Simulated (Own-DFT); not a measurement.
# Stretching a layer in its plane: wurtzite GaN, 72 atoms (Ga36N36)

Calculated, not measured: single-point runs of Own-DFT, a retired in-house plane-wave DFT program that no person has reviewed, on unrelaxed cells, without spin or spin-orbit coupling.

All runs used: PBE; PseudoDojo norm-conserving scalar-relativistic files (stringent for Ga); cutoff 96 hartree; 4 x 4 x 3 k mesh centred on Gamma; Gaussian smearing of 0.01 eV.

Known weak points: forces not confirmed at this smearing and k mesh; stress not checked against mesh or cutoff.

Unstrained cell vectors in Å: (9.567, 0.000, 0.000); (-4.784, 8.285, 0.000); (0.000, 0.000, 10.370). The unstrained cell has measured lattice constants (interpolated for alloys), not those of this functional. That, the random moves and any unrelaxed bonds set the pressure at no strain. Each run strains x and y alike by e, as a substrate would, and holds the height along z. Each atom got a random Gaussian move of width 0.05 Å along each axis. Stress is positive in tension.

| e (%) | u (Å) | (s_xx + s_yy)/2 (GPa) | s_zz (GPa) |
|---|---|---|---|
| -3.00 | 0.050 | -25.32 | -12.97 |
| -1.25 | 0.048 | -13.88 | -9.60 |
| -1.00 | 0.049 | -12.14 | -8.90 |
| -0.75 | 0.051 | -11.08 | -8.71 |
| -0.25 | 0.049 | -7.60 | -8.08 |
| 1.00 | 0.047 | -1.55 | -6.01 |
| 1.75 | 0.050 | 1.61 | -5.56 |
| 2.00 | 0.046 | 3.14 | -5.57 |
| 2.50 | 0.049 | ? | ? |
| 2.75 | 0.047 | 5.23 | -2.27 |

## What the rows give

With e as a fraction, the in-plane stress is -6.6 + 530 e - 3320 e² GPa (errors 6 and 329, scatter 0.30), and s_zz is -7.7 + 161 e GPa (slope ± 13, scatter 0.66). At e = 0 the first slope is C11 + C12 and the second 2 C13, both with the ions held to the strained lattice and at the cell's own pressure. The term in e² is negative: the layer stiffens under compression and softens under tension. A free layer would change its height as e changes, and the in-plane slope would drop by 2 C13²/C33 to the biaxial modulus. At fixed height, a misfit of 1 % moves the in-plane stress by about 5.3 GPa and s_zz by 1.6 GPa.

## Test on the hidden row

Question: what are the two stresses at e = 2.50 %?

Estimate: 4.6 and -3.7 GPa. The hidden result is 4.89 and -4.06 GPa.
